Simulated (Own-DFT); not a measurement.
# Computed records: Si (diamond silicon with one vacancy, atoms displaced)

All values are calculated (Own-DFT development build). A calculation, not a measurement: plane-wave PBE density functional theory by an unreviewed code, no spin, of a simulated periodic cell, stress positive in tension, free energy of the whole cell less one offset for each atom, defect cell not probed for a lower state with spin; forces not confirmed at this smearing and k mesh; offsets are fitted by least squares, one for each functional and potential file, so energies compare only between cells with the same atoms and settings and are not formation energies; the far tail of each file's local potential was reset to the Coulomb form; each entry is a single point on an unrelaxed cell, so the pressure reflects the starting lattice, mostly measured values (interpolated for alloys), from which strain is counted, and rises with the displacements; printed positions are rounded, which can move forces by about a meV/angstrom; the program, named Own-DFT, is a retired in-house code; no spin-orbit coupling; before rounding, a Quantum ESPRESSO 7.3.1 run of the same cell and cutoff gave forces within 1 meV/angstrom rms on each cell, which checks the program and not the settings.

```yaml
- formula: Si
  kind: "diamond silicon with one vacancy, atoms displaced"
  structure:
    cell_angstrom: [[10.862, 0.0, 0.0], [0.0, 10.862, 0.0], [0.0, 0.0, 10.862]]
    atoms_fractional:
      - [Si, 0.99766, 0.99617, 0.00225]
      - [Si, 0.99784, 0.24485, 0.24507]
      - [Si, 0.25307, 0.00032, 0.24848]
      - [Si, 0.25772, 0.24584, 0.00157]
      - [Si, 0.12567, 0.12547, 0.12192]
      - [Si, 0.11915, 0.36901, 0.38138]
      - [Si, 0.37028, 0.12321, 0.37581]
      - [Si, 0.37656, 0.37643, 0.12811]
      - [Si, 0.00463, 0.99654, 0.50096]
      - [Si, 0.99008, 0.24898, 0.75358]
      - [Si, 0.25053, 0.00399, 0.75468]
      - [Si, 0.24743, 0.25609, 0.50104]
      - [Si, 0.12447, 0.13358, 0.61799]
      - [Si, 0.12854, 0.36757, 0.87401]
      - [Si, 0.37267, 0.12984, 0.87628]
      - [Si, 0.37869, 0.37912, 0.62478]
      - [Si, 0.99362, 0.50487, 0.99679]
      - [Si, 0.99809, 0.74229, 0.25283]
      - [Si, 0.25235, 0.49856, 0.25586]
      - [Si, 0.25658, 0.74925, 0.99298]
      - [Si, 0.13506, 0.62549, 0.12872]
      - [Si, 0.12712, 0.87353, 0.38117]
      - [Si, 0.37475, 0.62212, 0.36805]
      - [Si, 0.37097, 0.87717, 0.12606]
      - [Si, 0.99757, 0.5001, 0.50358]
      - [Si, 0.00322, 0.7531, 0.74705]
      - [Si, 0.24356, 0.50123, 0.75866]
      - [Si, 0.24988, 0.75052, 0.4918]
      - [Si, 0.12508, 0.62763, 0.63247]
      - [Si, 0.12641, 0.88138, 0.88224]
      - [Si, 0.3791, 0.6214, 0.87308]
      - [Si, 0.37911, 0.88232, 0.62327]
      - [Si, 0.49715, 0.9976, 0.0054]
      - [Si, 0.49773, 0.24944, 0.24442]
      - [Si, 0.75198, 3.0e-05, 0.25766]
      - [Si, 0.74809, 0.25201, 0.99645]
      - [Si, 0.61955, 0.12542, 0.12865]
      - [Si, 0.6188, 0.37407, 0.37849]
      - [Si, 0.87283, 0.12718, 0.37895]
      - [Si, 0.87239, 0.3727, 0.12096]
      - [Si, 0.49819, 0.00102, 0.50607]
      - [Si, 0.50202, 0.24697, 0.75341]
      - [Si, 0.75063, 0.00608, 0.75273]
      - [Si, 0.74669, 0.24193, 0.50407]
      - [Si, 0.61517, 0.11965, 0.62437]
      - [Si, 0.62316, 0.37452, 0.87648]
      - [Si, 0.88371, 0.37031, 0.63072]
      - [Si, 0.49929, 0.50448, 0.99851]
      - [Si, 0.5018, 0.74709, 0.25527]
      - [Si, 0.74767, 0.49855, 0.24445]
      - [Si, 0.75622, 0.75026, 0.99939]
      - [Si, 0.61774, 0.63708, 0.12203]
      - [Si, 0.6327, 0.879, 0.38543]
      - [Si, 0.87784, 0.63075, 0.38024]
      - [Si, 0.87721, 0.86961, 0.1256]
      - [Si, 0.50176, 0.50331, 0.49657]
      - [Si, 0.50402, 0.7514, 0.75177]
      - [Si, 0.74883, 0.49412, 0.73711]
      - [Si, 0.75569, 0.75571, 0.50064]
      - [Si, 0.63044, 0.62384, 0.62477]
      - [Si, 0.62153, 0.87372, 0.86606]
      - [Si, 0.88022, 0.62723, 0.86776]
      - [Si, 0.87839, 0.87612, 0.6196]
  settings:
    functional: PBE
    potential_files: "PseudoDojo norm-conserving, scalar-relativistic, standard set"
    "wave_cutoff [hartree]": 20.0
    occupations: Fermi-Dirac
    "smearing_width [eV]": 0.1
    k_mesh: "3 x 3 x 3 centred on Gamma"
  results:
    "free_energy_of_cell_above_offsets [eV]": "0.176"
    "pressure [GPa]": 1.92
    "stress_xx [GPa]": -1.9
    "stress_yy [GPa]": -2.1
    "stress_zz [GPa]": -1.77
    "stress_yz [GPa]": 0.19
    "stress_xz [GPa]": 0.17
    "stress_xy [GPa]": 0.25
    force_element: [Si, Si, Si, Si, Si, Si, Si, Si, Si, Si, Si, Si, Si, Si, Si, Si, Si, Si, Si, Si, Si, Si, Si, Si, Si, Si, Si, Si, Si, Si, Si, Si, Si, Si, Si, Si, Si, Si, Si, Si, Si, Si, Si, Si, Si, Si, Si, Si, Si, Si, Si, Si, Si, Si, Si, Si, Si, Si, Si, Si, Si, Si, Si]
    "force_x [eV/angstrom]": [-0.126, -0.054, -1.074, -0.944, -0.071, -0.164, 0.48, -0.202, -0.224, 1.195, -0.362, 1.077, -0.501, -1.082, 0.966, -0.434, 1.482, 1.283, -0.879, -0.318, -0.92, -0.557, 0.279, 0.629, 0.503, -0.051, 0.914, 0.81, 0.415, -0.175, -0.293, -1.116, 0.277, -0.164, -0.066, -0.09, 1.284, 1.023, 0.707, 0.382, -0.069, -0.469, 0.296, -0.079, 1.461, 0.395, -1.488, 0.202, -0.192, -0.454, -0.842, 1.276, -1.22, -0.804, -0.232, -0.311, -0.833, 0.455, -0.497, -0.512, 1.223, -1.092, -0.05]
    "force_y [eV/angstrom]": [0.651, 0.561, -0.201, 1.029, -0.431, 0.831, 0.546, 0.281, 1.007, -1.214, 0.216, -0.179, -0.927, 0.107, -1.088, 0.044, -0.716, 0.895, -0.957, 0.038, -0.11, 0.31, 0.382, -0.917, 0.28, 0.85, -0.275, -0.561, -0.342, -0.58, 0.487, -1.41, 0.248, 0.178, 0.05, -0.799, -0.6, -0.439, -0.587, 0.214, -0.074, 0.589, -0.16, 1.127, 0.744, 0.387, 0.125, -0.475, 1.618, 0.575, 0.083, -1.247, -0.193, -1.369, 0.625, 0.26, -0.791, 0.131, -0.875, 0.782, 0.908, -0.272, 0.626]
    "force_z [eV/angstrom]": [0.126, 0.497, 0.451, 0.419, -0.046, -1.094, 0.049, -0.585, -0.249, 0.797, -0.844, -0.041, 1.533, 0.871, -0.027, 0.588, 0.47, -0.253, -0.372, 0.887, -0.741, -1.739, 1.076, 0.095, 0.134, 0.581, -1.06, 1.556, -1.162, -0.931, -0.384, 0.836, -0.973, 1.374, -1.035, 0.231, -0.625, -0.754, -0.209, -0.063, -1.662, -0.388, -0.263, 0.238, 0.978, -0.554, -1.27, 0.662, 0.071, 0.725, -0.836, -0.208, -0.736, -0.474, 0.57, 0.493, -1.287, 1.669, 0.42, -0.582, 1.852, -0.225, 1.424]
```
